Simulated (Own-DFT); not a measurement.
# Two functionals across a range of volumes: diamond-structure SiGeSn with randomly placed atoms, 64 atoms (Ge40Si16Sn8)

Everything here is calculated. The program is Own-DFT (plane waves, in-house, since retired, never reviewed by a person); positions were held fixed, and spin and spin-orbit coupling were off.

Known weak points: forces on such cells moved up to 12 meV/angstrom on a denser k mesh; stress not checked against mesh or cutoff.

Each geometry was run with PBE and with PBEsol, otherwise alike: PseudoDojo norm-conserving scalar-relativistic files made for PBE; cutoff 49 hartree; 3 x 3 x 3 k mesh centred on Gamma; Fermi-Dirac smearing of 0.1 eV. Unstrained cell vectors in Å: (11.410, 0.000, 0.000); (0.000, 11.410, 0.000); (0.000, 0.000, 11.410). Each has a uniform strain, of which the change of volume is shown, and random moves of rms u per axis. The random placing of the alloy's atoms differs from row to row.

```
run,volume change (%),u (Å),P with PBE (GPa),P with PBEsol (GPa)
1,-4.94,0.0485,9.23,6.35
2,1.51,0.0504,3.63,1.08
3,4.04,0.0510,2.05,-0.40
4,-5.91,0.0478,10.42,7.48
5,-1.99,0.0500,6.22,3.51
6,4.55,0.0504,1.43,-0.98
7,5.06,0.0513,1.11,-1.28
8,5.06,0.0460,1.19,-1.21
9,4.04,0.0523,1.82,?
```

The question: by how much does PBEsol shrink this cell, and what belongs in the blank?

## Answer

Write v for the change of volume as a fraction. Fitted to v and u², the PBE pressure has a slope of -81 ± 3 GPa in v, with the ions held to the strained lattice. The difference PBEsol less PBE is -2.64 + 4.9 v GPa (slope ± 0.1) and averages -2.59 GPa. Divided by the mean slope of the two, 78 GPa, that makes PBEsol's volume at a given pressure, near 3 GPa, about 3.3 % smaller, or 1.10 % in lengths. At one volume PBEsol's slope is the smaller by 5 GPa, but its pressure there is lower too. If stiffness rises by about 4 GPa for each GPa, PBEsol at equal pressure is stiffer by about 5 GPa. Files made for PBEsol would give a different shift.

For run 9 the line gives -0.62 GPa. The hidden result is -0.61 GPa.
